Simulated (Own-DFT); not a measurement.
# Strain and stress in wurtzite GaN, 72 atoms (Ga36N36)

All numbers below are calculated, not measured. The program, named Own-DFT, is a retired in-house plane-wave density functional code that no person has reviewed. Each row is one single-point run on a periodic cell that was not relaxed, without spin or spin-orbit coupling.

Settings of every run: PBE; PseudoDojo norm-conserving scalar-relativistic files (stringent for Ga); cutoff 96 hartree; 4 x 4 x 3 k mesh centred on Gamma; Gaussian smearing of 0.01 eV.

Known limits: forces not confirmed at this smearing and k mesh; stress not checked against mesh or cutoff.

Unstrained cell vectors in Å: (9.567, 0.000, 0.000); (-4.784, 8.285, 0.000); (0.000, 0.000, 10.370). The unstrained cell has measured lattice constants (interpolated for alloys), not those of this functional. That, the random moves and any unrelaxed bonds set the pressure at no strain. Each run strains this cell uniformly, with the atoms carried along. Every atom was also moved at random, by a Gaussian of width 0.05 Å on each axis. Strain is the symmetric tensor, in per cent. Stress is positive in tension, and the pressure is minus a third of its trace.

```
run,e_xx (%),e_yy (%),e_zz (%),e_yz (%),e_xz (%),e_xy (%),s_xx (GPa),s_yy (GPa),s_zz (GPa),s_yz (GPa),s_xz (GPa),s_xy (GPa),P (GPa),E (meV/atom)
1,0.74,0.26,-1.57,-1.14,-0.48,0.41,-3.41,-5.61,-14.55,-2.50,-0.44,0.95,7.86,12.3
2,1.73,-0.56,-0.90,0.41,1.39,-0.51,-0.55,-8.35,-11.34,1.42,2.63,-0.41,6.75,25.5
3,-1.60,1.90,-1.36,1.91,1.39,-0.16,-14.17,-1.64,-12.62,4.57,3.86,-0.64,9.48,33.0
4,-0.74,-1.89,0.83,-1.31,1.44,0.46,-11.56,-14.69,-6.85,-2.57,2.78,1.49,11.03,40.5
5,-1.91,-0.11,-1.88,-0.33,0.31,0.09,-18.74,-11.23,-17.43,-0.37,1.48,-1.07,15.80,54.2
6,0.94,-0.44,0.77,0.05,1.65,-0.67,-4.23,-6.67,-2.76,0.15,3.46,-1.58,4.55,13.7
7,1.41,1.34,1.61,0.14,-0.48,-0.95,-0.03,1.76,1.55,0.55,-0.45,-2.74,-1.10,0.0
8,1.34,1.10,-1.84,-1.01,1.15,-0.95,-2.91,-2.02,-15.60,-2.61,1.81,-3.92,6.84,37.4
9,-0.03,-0.96,1.35,0.39,0.52,-1.02,-7.66,-11.12,-1.84,1.60,1.12,-2.92,6.87,27.7
10,-0.31,-1.91,0.30,-1.38,-1.71,0.86,-10.14,-16.85,-6.37,-2.09,-2.70,1.92,11.12,33.7
11,1.36,-1.10,-1.31,1.04,-0.64,1.63,-6.04,-11.81,-10.55,2.11,-0.91,5.19,9.47,34.4
12,-0.29,1.46,-1.14,0.41,1.27,-1.64,-7.91,-2.52,-10.45,0.80,2.94,-5.38,6.96,18.1
13,1.68,0.00,1.70,-1.91,0.78,1.00,0.09,-5.03,1.09,-3.84,2.23,1.96,1.29,24.3
14,-1.43,0.92,0.54,-1.50,-1.85,1.85,-12.32,-5.40,-6.30,-5.12,-3.22,5.20,8.01,50.8
15,1.44,-1.52,1.78,-0.95,-0.22,0.65,-2.80,-10.48,0.79,-1.57,-0.91,3.09,4.17,17.3
16,-1.42,1.26,0.58,0.83,-0.72,-0.27,-11.62,-3.14,-4.72,2.55,-1.86,1.23,6.49,24.6
17,-1.14,0.68,1.70,-1.95,-1.15,0.29,?,?,?,?,?,?,?,?
```

E is the free energy for each atom above the lowest run shown.

## Worked fit

Each stress component was fitted by least squares to a constant and the strains of the runs shown, as fractions, with shears doubled. Shear strains stay in the fit of a normal stress only where such slopes are resolved. The slopes, in GPa:

```
stress,at no strain,per e_xx,per e_yy,per e_zz,scatter
s_xx,-7.8,417 ± 23,99 ± 25,72 ± 23,1.13
s_yy,-7.3,123 ± 15,434 ± 16,65 ± 15,0.73
s_zz,-7.3,68 ± 24,54 ± 26,441 ± 24,1.19
```

Each shear stress against twice its own strain: yz 119 ± 8, xz 101 ± 8, xy 150 ± 15 GPa. These are stiffnesses along x, y and z of the frame in which the cell vectors are given, which need not be the crystal's axes. The atoms are held to the strained lattice; where symmetry lets them move under strain, relaxing them would lower some slopes. The table should be nearly symmetric about its diagonal, and what it lacks of that shows the noise. A ninth of its sum, 197 ± 5 GPa, estimates the bulk modulus near the mean pressure of these runs, 7.2 GPa, so it lies above the value at zero pressure.

## Withheld run

Question: what normal stresses and pressure should run 17 give?

The fit gives s_xx = -10.7, s_yy = -4.7, s_zz = -0.3 and P = 5.2 GPa. The calculation gave -11.33, -3.20, -1.14 and P = 5.22 GPa.
